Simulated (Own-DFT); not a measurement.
GaP (zincblende, atoms displaced) (calculated)

All values are calculated (Own-DFT development build). A calculation, not a measurement: plane-wave PBE density functional theory by an unreviewed code, no spin, of a simulated periodic cell, stress positive in tension, free energy of the whole cell less one offset for each atom, forces on such cells passed a denser k mesh, this cell's mesh not checked; offsets are fitted by least squares, one for each functional and potential file, so energies compare only between cells with the same atoms and settings and are not formation energies; the far tail of each file's local potential was reset to the Coulomb form; each entry is a single point on an unrelaxed cell, so the pressure reflects the starting lattice, mostly measured values (interpolated for alloys), from which strain is counted, and rises with the displacements; printed positions are rounded, which can move forces by about a meV/angstrom; the program, named Own-DFT, is a retired in-house code; no spin-orbit coupling.

Common to all runs: functional PBE; potential files PseudoDojo norm-conserving, scalar-relativistic, standard set; wave cutoff 42 hartree; occupations Fermi-Dirac; smearing width 0.1 eV; k mesh 2 x 3 x 3 centred on Gamma.

(1) GaP (zincblende, atoms displaced)

```xyz
96
Lattice="16.3515 0.0000 0.0000 0.0000 10.9010 0.0000 0.0000 0.0000 10.9010" Properties=species:S:1:pos:R:3 GaP
Ga     0.0264     0.0576     0.1203
Ga    16.1566     2.7403     2.7962
Ga     2.7250     0.1913     2.6936
Ga     2.8331     2.6643     0.0389
P      1.5936     1.1482     1.4000
P      1.3953     4.1842     4.0116
P      4.0730     1.3335     4.0689
P      4.1021     3.8693     1.3394
Ga     0.1572     0.1465     5.6173
Ga    16.2881     2.6240     8.1749
Ga     2.5044    10.6957     8.3489
Ga     2.6270     2.9659     5.4777
P      1.4717     1.4783     6.9672
P      1.2293     4.1599     9.6411
P      4.0181     1.6399     9.5100
P      4.0088     4.2427     6.9327
Ga    16.3200     5.5256     0.0764
Ga     0.0028     8.1022     2.6915
Ga     2.7259     5.5617     2.7166
Ga     2.6350     8.2046     0.1008
P      1.2451     6.8687     1.3718
P      1.3476     9.6853     4.0964
P      4.1253     6.8265     4.1139
P      4.1095     9.4631     1.2725
Ga    16.3302     5.5274     5.5188
Ga     0.0287     8.2264     8.2642
Ga     2.9470     5.3500     8.0853
Ga     2.7180     8.2050     5.5680
P      1.4106     6.7814     6.8864
P      1.3907     9.5921     9.4530
P      4.0814     6.8682     9.3412
P      4.0523     9.5047     6.8079
Ga     5.4052     0.0350    10.7715
Ga     5.4301     2.6664     2.7599
Ga     8.1223    10.8286     2.7745
Ga     8.1664     2.5884     0.0217
P      6.6763     1.4125     1.3514
P      6.7649     4.0308     4.1374
P      9.4514     1.3950     4.0855
P      9.6527     4.0473     1.4165
Ga     5.6784    10.8388     5.2987
Ga     5.4838     2.8618     8.2737
Ga     8.0685     0.0506     8.0688
Ga     8.1232     2.6431     5.4499
P      6.7566     1.4617     6.7581
P      6.7461     3.9757     9.5869
P      9.5937     1.3851     9.4539
P      9.3295     4.0701     6.7416
Ga     5.3425     5.4158     0.0447
Ga     5.3706     8.0847     2.6432
Ga     8.2443     5.4491     2.8903
Ga     8.3023     8.1680     0.0316
P      6.6332     6.7385     1.3910
P      6.8800     9.7379     3.9049
P      9.4364     6.6922     4.0833
P      9.5146     9.5052     1.4210
Ga     5.3870     5.4074     5.4294
Ga     5.4634     8.1541     8.2246
Ga     8.0031     5.5014     8.2510
Ga     8.0987     8.1207     5.7827
P      6.6582     6.9325     6.7697
P      6.8935     9.4215     9.6135
P      9.4059     6.5588     9.5251
P      9.5272     9.4580     6.8896
Ga    10.9934     0.0302    10.6243
Ga    10.9556     2.7592     2.7308
Ga    13.5670    10.8654     2.6823
Ga    13.7488     2.8312     0.0143
P     12.1502     1.2787     1.3618
P     12.2481     4.1654     4.0898
P     14.8693     1.1053     4.1376
P     15.0116     4.1580     1.2749
Ga    10.9141     0.0316     5.3021
Ga    10.8921     2.6733     8.1509
Ga    13.7731    10.8343     8.2048
Ga    13.5780     2.7063     5.3567
P     12.3287     1.5355     6.7783
P     12.4629     4.0678     9.3864
P     15.1291     1.3081     9.5497
P     14.8347     4.1586     6.9936
Ga    10.9842     5.3183     0.1645
Ga    10.9990     8.2186     2.8623
Ga    13.6258     5.3046     2.6777
Ga    13.5680     8.3080    10.8468
P     12.3418     6.7215     1.2728
P     12.1060     9.7407     4.2206
P     14.9277     7.0783     4.1173
P     14.9885     9.5802     1.3838
Ga    10.8999     5.3926     5.4626
Ga    10.9579     8.2367     8.0272
Ga    13.6106     5.4238     8.1131
Ga    13.6152     8.1287     5.2204
P     12.3392     6.7628     6.8627
P     12.4188     9.8351     9.6710
P     15.0004     6.8026     9.3931
P     14.9358     9.4464     6.9650
```

```
free energy of cell above offsets : -34.207 eV
pressure                          : 5.76 GPa
stress xx                         : -6.17 GPa
stress yy                         : -5.3 GPa
stress zz                         : -5.82 GPa
stress yz                         : -0.81 GPa
stress xz                         : 1.64 GPa
stress xy                         : -0.06 GPa
```

Force:
```csv
element,x (eV/Å),y (eV/Å),z (eV/Å)
Ga,0.456,-0.515,-0.481
Ga,1.099,-0.874,-0.045
Ga,3.121,-4.478,3.479
Ga,-3.181,0.895,0.45
P,-4.547,4.519,-3.691
P,-1.808,-0.01,0.242
P,0.316,0.868,1.547
P,-0.137,2.889,1.243
Ga,-0.983,-1.128,-0.145
Ga,0.331,1.956,0.336
Ga,5.973,5.407,-5.002
Ga,1.06,-1.416,0.115
P,0.157,-0.178,-0.766
P,1.647,-0.954,-0.782
P,0.854,-3.827,-1.688
P,4.744,-5.206,-5.075
Ga,-0.161,0.516,-1.558
Ga,-0.33,2.445,1.04
Ga,0.74,-0.638,-0.731
Ga,0.511,-0.236,-1.588
P,1.406,-0.72,-0.151
P,0.402,-1.05,0.046
P,-0.945,0.375,0.163
P,-0.29,1.304,0.714
Ga,-0.414,-0.156,0.102
Ga,0.23,-0.912,-0.902
Ga,-5.914,4.463,5.032
Ga,-0.702,-0.301,-1.287
P,-0.201,0.24,0.051
P,-4.506,-4.22,5.925
P,-0.896,-0.93,2.963
P,1.194,1.39,0.741
Ga,-0.068,0.004,0.038
Ga,-0.069,0.426,0.529
Ga,2.869,3.385,-3.414
Ga,0.502,0.726,0.164
P,1.296,-1.406,-0.128
P,0.178,0.095,-0.313
P,0.745,-0.234,-0.64
P,-2.098,-0.332,0.011
Ga,-2.628,1.206,1.701
Ga,-1.176,-1.136,-2.055
Ga,0.396,-0.504,0.933
Ga,0.138,0.702,-0.46
P,-0.897,-0.887,0.808
P,1.565,1.943,1.258
P,-1.331,-0.536,0.198
P,1.43,0.494,1.145
Ga,-0.36,-0.185,-0.813
Ga,0.371,1.144,0.633
Ga,-2.289,-1.776,-2.566
Ga,-0.636,-1.438,0.231
P,2.471,-0.26,-0.222
P,-2.278,-5.683,2.534
P,2.213,3.025,2.421
P,1.322,0.531,-0.457
Ga,0.343,0.237,0.121
Ga,0.026,1.658,-0.336
Ga,-0.881,-1.225,-1.537
Ga,1.544,0.977,-3.354
P,-0.857,-2.676,1.03
P,-0.547,1.489,-0.942
P,2.527,2.116,1.319
P,-0.044,2.155,-1.073
Ga,-3.35,1.541,3.366
Ga,-0.167,-0.832,0.531
Ga,-0.68,-0.208,-0.3
Ga,-1.13,-1.846,-0.907
P,1.066,1.147,-0.358
P,0.357,-0.94,-0.121
P,1.07,2.121,0.414
P,0.389,-0.604,1.567
Ga,-3.185,3.257,4.037
Ga,0.036,1.645,-0.665
Ga,-0.546,1.958,-0.413
Ga,1.003,0.856,0.042
P,-0.705,-2.508,0.477
P,-2.333,-0.748,2.056
P,-1.176,0.217,0.976
P,2.891,-2.568,-3.598
Ga,-0.073,0.098,-2.428
Ga,-1.009,-0.938,-0.935
Ga,0.201,1.695,0.391
Ga,1.164,-1.428,0.264
P,0.059,1.684,1.153
P,4.021,-4.035,-3.086
P,2.773,-4.692,-2.666
P,0.033,-0.852,-0.119
Ga,-0.948,0.49,0.721
Ga,0.576,-1.064,2.198
Ga,-0.389,2.195,1.442
Ga,-3.22,3.024,4.078
P,-0.863,0.948,-1.753
P,0.699,-3.597,-2.907
P,-0.492,0.448,1.876
P,0.923,-0.017,-2.395
```

(2) GaP (zincblende, atoms displaced)

```xyz
96
Lattice="16.3515 0.0000 0.0000 0.0000 10.9010 0.0000 0.0000 0.0000 10.9010" Properties=species:S:1:pos:R:3 GaP
Ga     0.0846    10.7777     0.1193
Ga    16.2986     2.7217     2.6570
Ga     2.6476     0.2152     2.7616
Ga     2.7970     2.6781     0.0513
P      1.1068     1.3037     1.3597
P      1.2972     4.0147     4.0626
P      4.1107     1.2962     4.0994
P      4.0533     4.2021     1.4000
Ga    16.3292    10.8742     5.3183
Ga    16.3230     2.9383     8.1214
Ga     2.6235    10.8967     8.2366
Ga     2.7684     2.7443     5.2972
P      1.4856     1.3844     6.8078
P      1.5509     4.1349     9.4950
P      4.0087     1.4470     9.7614
P      4.1011     4.1299     6.7985
Ga     0.0490     5.3619     0.1461
Ga     0.0861     8.1002     2.6207
Ga     2.5751     5.4032     2.8056
Ga     2.8609     8.2954    10.8616
P      1.3299     6.7664     1.2806
P      1.3192     9.4621     4.2905
P      3.9342     6.6712     3.9894
P      4.0285     9.6156     1.5518
Ga    16.3374     5.4624     5.4949
Ga     0.1190     8.1603     8.2037
Ga     2.7826     5.5225     8.0993
Ga     2.5923     8.1795     5.4975
P      1.2366     6.8615     6.9877
P      1.3268     9.4122     9.7576
P      4.0307     6.8521     9.5484
P      4.2522     9.5758     6.8803
Ga     5.4206    10.8843     0.0925
Ga     5.6187     2.7526     2.9005
Ga     8.2078     0.1386     2.8170
Ga     8.0609     2.9473     0.0137
P      6.8866     1.3993     1.2423
P      6.7490     4.1641     4.1140
P      9.7462     1.2561     3.9861
P      9.5119     4.0344     1.2633
Ga     5.4146    10.7970     5.2884
Ga     5.5474     2.6419     8.1183
Ga     8.2350     0.0431     8.2513
Ga     8.2474     2.4936     5.4959
P      6.7683     1.2258     6.6127
P      6.7487     4.2349     9.5325
P      9.5401     1.4404     9.5155
P      9.5616     3.9508     6.7855
Ga     5.6078     5.3629    10.8021
Ga     5.3402     8.1344     2.9365
Ga     8.2523     5.4580     2.7919
Ga     8.1679     8.0519     0.0062
P      6.7849     6.7992     1.4262
P      6.8317     9.5569     4.0504
P      9.5219     6.7618     4.0358
P      9.5727     9.5053     1.3957
Ga     5.5241     5.4720     5.4332
Ga     5.2799     8.0779     8.1839
Ga     8.0822     5.4121     8.2631
Ga     8.0829     8.1473     5.4807
P      6.7813     6.7733     6.8095
P      6.7099     9.6231     9.5053
P      9.6622     6.8146     9.5828
P      9.6108     9.5878     6.7336
Ga    10.9212    10.8668    10.7873
Ga    10.8706     2.7273     2.8038
Ga    13.5645     0.0204     2.5477
Ga    13.4958     2.3865    10.6939
P     12.1204     1.4602     1.4064
P     12.2722     3.9654     4.0679
P     15.0471     1.3242     4.2250
P     14.8856     4.2303     1.3482
Ga    10.9918     0.1626     5.4780
Ga    10.9928     2.7192     8.0921
Ga    13.6329     0.1075     8.1353
Ga    13.5174     2.6270     5.3063
P     12.2615     1.6070     6.7605
P     12.4758     4.0036     9.5328
P     14.8794     1.3013     9.5273
P     14.9984     4.0026     6.9718
Ga    10.8875     5.3941    10.8443
Ga    10.9307     8.2464     2.7125
Ga    13.6425     5.4221     2.6437
Ga    13.6230     8.1279    10.8663
P     12.1821     6.8638     1.3244
P     12.4541     9.4716     4.3684
P     14.9796     6.7830     3.9931
P     15.0414     9.3943     1.2689
Ga    10.7659     5.5713     5.5227
Ga    10.6869     8.3846     8.0915
Ga    13.6948     5.5144     8.1450
Ga    13.5442     8.2851     5.5068
P     12.2841     6.6917     6.7243
P     12.1952     9.3789     9.6512
P     15.0520     6.7328     9.4011
P     15.0113     9.6621     6.9257
```

```
free energy of cell above offsets : -39.008 eV
pressure                          : 4.78 GPa
stress xx                         : -4.83 GPa
stress yy                         : -4.88 GPa
stress zz                         : -4.63 GPa
stress yz                         : -0.24 GPa
stress xz                         : -0.42 GPa
stress xy                         : 1.16 GPa
```

Force:
```csv
element,x (eV/Å),y (eV/Å),z (eV/Å)
Ga,-2.127,-0.129,-1.576
Ga,-1.508,0.739,0.651
Ga,-0.816,-1.508,0.015
Ga,-2.003,2.16,1.732
P,2.616,1.522,0.469
P,-0.217,0.188,0.507
P,0.317,1.274,-0.515
P,0.655,-1.112,0.127
Ga,0.595,-0.09,2.739
Ga,3.004,-2.905,2.43
Ga,0.885,-0.219,0.574
Ga,0.105,-0.011,1.383
P,-1.435,0.315,-0.439
P,-1.324,-0.535,0.918
P,2.245,-2.429,-2.933
P,0.456,-0.491,-0.426
Ga,-0.188,-0.092,-2.254
Ga,-0.418,0.216,1.26
Ga,-0.271,-0.231,-1.786
Ga,0.133,-0.964,1.814
P,1.868,0.879,0.431
P,-0.085,0.735,-3.284
P,0.821,1.331,2.473
P,0.313,-0.302,-0.479
Ga,-0.692,-0.267,0.008
Ga,-2.47,1.978,1.527
Ga,-0.228,-0.12,0.326
Ga,1.923,-1.055,1.284
P,2.177,-1.701,-2.811
P,0.295,1.11,-2.284
P,0.659,-1.153,0.6
P,-2.274,0.053,-0.7
Ga,-0.304,0.076,-0.034
Ga,-1.633,-0.84,-2.251
Ga,-0.224,-1.259,-1.882
Ga,0.294,-1.498,-0.925
P,-0.368,0.14,1.648
P,2.671,-0.55,0.599
P,-1.784,0.522,1.24
P,0.798,0.967,1.772
Ga,-0.17,-0.242,0.99
Ga,-1.034,0.232,0.232
Ga,-0.663,-0.426,-0.84
Ga,0.281,1.342,-1.093
P,0.233,0.016,1.748
P,1.11,-3.675,-2.144
P,0.148,0.503,0.242
P,-0.931,1.198,0.405
Ga,-3.441,2.897,3.27
Ga,0.255,0.096,-1.445
Ga,-1.095,-0.916,-1.351
Ga,-0.2,1.105,0.155
P,-0.169,-0.08,0.014
P,0.376,-0.527,-0.089
P,0.412,1.703,0.775
P,-0.948,0.938,-0.39
Ga,-1.69,0.127,0.186
Ga,1.824,0.616,-0.077
Ga,2.207,0.966,-1.365
Ga,0.856,0.187,-0.331
P,0.126,0.531,0.78
P,0.705,-1.305,0.243
P,-1.562,0.078,-1.483
P,-2.194,1.545,-1.29
Ga,-0.738,0.337,1.206
Ga,-0.051,1.288,-1.2
Ga,0.86,-0.653,1.311
Ga,-0.473,2.015,2.521
P,0.582,-1.396,-1.065
P,-0.556,2.401,-0.298
P,-1.276,0.891,-2.787
P,0.772,-3.279,-1.113
Ga,0.892,-1.465,0.416
Ga,-0.964,1.319,2.016
Ga,-1.496,-0.902,-0.049
Ga,2.144,0.91,0.516
P,0.574,-3.041,0.444
P,-1.964,1.166,-0.505
P,3.707,-0.678,-0.401
P,-2.493,2.036,-3.973
Ga,1.319,-0.548,0.246
Ga,0.489,-0.135,1.083
Ga,-1.661,1.108,1.225
Ga,0.712,-1.235,-0.294
P,0.626,-0.932,0.368
P,-4.336,4.306,-5.27
P,0.014,0.542,1.113
P,-0.955,0.815,1.003
Ga,0.407,-1.702,-0.565
Ga,2.557,-2.651,1.759
Ga,-0.679,-0.884,-0.233
Ga,4.27,-4.074,3.217
P,-0.194,1.557,1.151
P,0.298,1.465,-2.185
P,0.282,0.913,1.983
P,0.435,-1.148,-0.734
```

(3) GaP (zincblende, atoms displaced)

```xyz
96
Lattice="16.3515 0.0000 0.0000 0.0000 10.9010 0.0000 0.0000 0.0000 10.9010" Properties=species:S:1:pos:R:3 GaP
Ga     0.0050    10.8171     0.1688
Ga    16.2587     2.8331     2.6594
Ga     2.7308     0.0792     2.6814
Ga     2.7055     2.7470     0.0220
P      1.2424     1.4964     1.3207
P      1.4891     3.9637     4.1299
P      4.0159     1.3644     4.1980
P      4.2028     4.0234     1.3512
Ga     0.1370     0.0832     5.5485
Ga     0.1263     2.6689     8.1469
Ga     2.9132    10.8989     8.1540
Ga     2.7979     2.9226     5.5095
P      1.2586     1.1695     6.8111
P      1.4567     4.1198     9.5437
P      4.0884     1.3182     9.5414
P      3.9572     4.1780     6.7968
Ga     0.2180     5.2638    10.8243
Ga    16.3344     8.0821     2.7834
Ga     2.5829     5.5307     2.6573
Ga     2.8288     8.1714     0.1138
P      1.3021     6.8908     1.3840
P      1.3738     9.4288     4.3583
P      4.0655     6.8045     3.9626
P      4.0805     9.5843     1.2193
Ga     0.0647     5.3956     5.7176
Ga     0.0183     8.1693     8.1534
Ga     2.7613     5.5153     8.1240
Ga     2.8191     8.1539     5.4571
P      1.3444     6.6311     6.7295
P      1.4139     9.4852     9.6292
P      4.0673     6.6616     9.3855
P      4.0645     9.5193     6.8294
Ga     5.4894     0.0282     0.1853
Ga     5.5537     2.7569     2.6733
Ga     8.1859    10.7977     2.7143
Ga     8.2094     2.7877     0.0679
P      6.7798     1.3928     1.4743
P      6.8106     4.1735     3.9695
P      9.6864     1.5109     4.0256
P      9.7280     4.1960     1.3152
Ga     5.5597     0.0167     5.4403
Ga     5.5392     2.5170     8.1223
Ga     8.1558     0.0250     8.1281
Ga     8.0587     2.8122     5.5984
P      6.9558     1.5582     6.9467
P      6.8408     4.0742     9.5432
P      9.4644     1.5054     9.6618
P      9.6563     3.9745     6.9334
Ga     5.5523     5.5279     0.0295
Ga     5.3941     8.1942     2.7504
Ga     8.0691     5.4350     2.7028
Ga     8.2358     8.2169     0.2427
P      6.8195     6.8814     1.4389
P      6.8327     9.5438     4.1535
P      9.5446     6.7761     4.1886
P      9.5670     9.3172     1.1915
Ga     5.4061     5.5988     5.3899
Ga     5.3525     8.0914     8.3189
Ga     8.1937     5.7070     8.0888
Ga     7.9489     8.2601     5.5081
P      6.7864     6.9015     6.5721
P      6.8255     9.6138     9.4213
P      9.5459     6.7553     9.5107
P      9.6011     9.6729     6.9693
Ga    10.7227    10.8857    10.7998
Ga    10.8622     2.5808     2.7639
Ga    13.8206    10.8802     2.6523
Ga    13.5941     2.8193    10.8664
P     12.3475     1.2347     1.6379
P     12.2875     4.0277     4.0383
P     14.8634     1.4068     4.0715
P     15.0526     3.8376     1.2199
Ga    10.8170    10.7952     5.3030
Ga    10.9134     2.8484     8.1569
Ga    13.7407     0.2422     8.2781
Ga    13.6730     2.7349     5.3811
P     12.2355     1.3327     6.6867
P     12.2651     3.9174     9.4633
P     15.1571     1.3923     9.3791
P     15.0781     4.0595     6.9212
Ga    10.8386     5.3769     0.0714
Ga    11.0072     8.1709     2.7526
Ga    13.4264     5.4821     2.6741
Ga    13.5592     7.9889     0.0042
P     12.2011     6.7382     1.4247
P     12.2301     9.5426     3.9468
P     15.0894     6.7237     4.0986
P     14.9948     9.6930     1.5170
Ga    10.7909     5.5092     5.5215
Ga    11.1435     8.2859     8.1495
Ga    13.6872     5.4689     8.1033
Ga    13.6089     7.9725     5.3586
P     12.1378     6.8956     6.8210
P     12.3382     9.3886     9.6446
P     14.8792     6.7656     9.5689
P     15.0836     9.5104     6.8499
```

```
stress xx : —
```

Questions
1. What stress xx does the calculation give for GaP (zincblende, atoms displaced) (entry 3)?

## Answers
1. -6.01 GPa

Further results for GaP (zincblende, atoms displaced) (entry 3):

```
free energy of cell above offsets : -34.467 eV
pressure                          : 5.72 GPa
stress yy                         : -5.56 GPa
stress zz                         : -5.58 GPa
stress yz                         : -0.47 GPa
stress xz                         : -0.6 GPa
stress xy                         : -0.83 GPa
```

Force:
```csv
element,x (eV/Å),y (eV/Å),z (eV/Å)
Ga,0.528,0.776,-1.985
Ga,1.109,-1.463,2.511
Ga,-0.862,-0.419,0.58
Ga,0.784,-0.173,-0.19
P,1.11,-1.008,0.615
P,-2.362,1.891,-1.403
P,1.299,0.411,-0.603
P,-1.189,1.335,-0.256
Ga,-3.908,-2.685,-3.205
Ga,0.538,0.678,-0.111
Ga,-2.126,-0.29,0.434
Ga,-0.758,-3.222,-0.187
P,4.454,3.951,2.835
P,1.417,-1.366,-2.1
P,0.575,0.621,0.71
P,3.357,-0.039,0.811
Ga,-2.909,1.979,1.624
Ga,0.013,1.797,0.697
Ga,0.971,-1.521,0.501
Ga,-1.154,-1.116,-1.916
P,0.245,-0.678,-1.202
P,-0.4,0.989,-2.862
P,-0.551,0.251,0.543
P,0.452,-0.061,2.631
Ga,-1.764,-2.206,-3.743
Ga,0.244,-0.494,0.628
Ga,-1.735,-1.122,-0.267
Ga,-0.085,-0.957,0.37
P,2.46,3.915,2.333
P,0.146,0.124,-0.359
P,0.68,1.126,3.346
P,1.634,-0.52,-0.221
Ga,0.618,0.364,-2.378
Ga,-1.62,-0.194,1.713
Ga,1.033,0.62,-0.17
Ga,-0.54,0.782,0.684
P,1.715,-0.748,-0.821
P,-0.656,-1.023,2.255
P,-4.571,-3.076,3.048
P,-3.452,-3.13,3.285
Ga,-0.938,0.79,0.829
Ga,-2.802,3.057,2.401
Ga,0.724,0.861,1.255
Ga,2.118,1.354,-2.375
P,-0.088,-3.524,-2.053
P,-0.061,0.639,-0.606
P,0.594,-1.084,-1.82
P,-2.905,3.004,-2.241
Ga,-0.487,-1,-0.59
Ga,0.114,0.818,-0.365
Ga,2.495,0.75,-0.304
Ga,-3.713,-3.174,-4.871
P,-0.512,0.074,-0.333
P,-0.696,0.642,-1.649
P,-1.402,1.361,-1.231
P,3.402,4.186,4.207
Ga,-0.477,-1.56,-0.52
Ga,1.176,1.364,-1.604
Ga,-0.498,-2.047,-0.283
Ga,4.29,0.927,-0.596
P,-1.548,-1.56,3.714
P,-0.503,-0.967,1.928
P,0.808,1.703,0.879
P,-0.206,-1.279,-1.573
Ga,1.783,-0.186,0.796
Ga,2.772,3.056,-2.57
Ga,-2.683,1.502,3.376
Ga,-0.232,-2.858,-0.172
P,-1.436,1.098,-3.454
P,-0.875,0.791,0.778
P,2.677,-0.655,0.192
P,-0.606,4.001,-0.122
Ga,0.549,0.709,0.551
Ga,0.881,-3.671,0.697
Ga,-1.711,-2.526,-1.965
Ga,-0.673,0.611,1.219
P,0.061,0.062,0.89
P,0.624,2.877,0.866
P,-0.043,0.321,3.611
P,-0.93,-0.664,-0.69
Ga,2.354,1.909,-3.497
Ga,-1.672,-0.864,-0.165
Ga,2.683,-1.625,1.104
Ga,0.506,0.793,1.308
P,-0.515,0.915,-1.566
P,1.674,0.151,1.21
P,-0.958,-1.338,0.018
P,1.943,-4.892,-2.575
Ga,1.024,-1.525,0.027
Ga,-2.295,0.094,0.977
Ga,-1.247,-0.179,0.394
Ga,0.207,1.663,0.382
P,1.739,-1.88,-0.978
P,0.072,2.905,-0.129
P,2.182,-0.511,-0.158
P,-1.477,0.481,-0.734
```
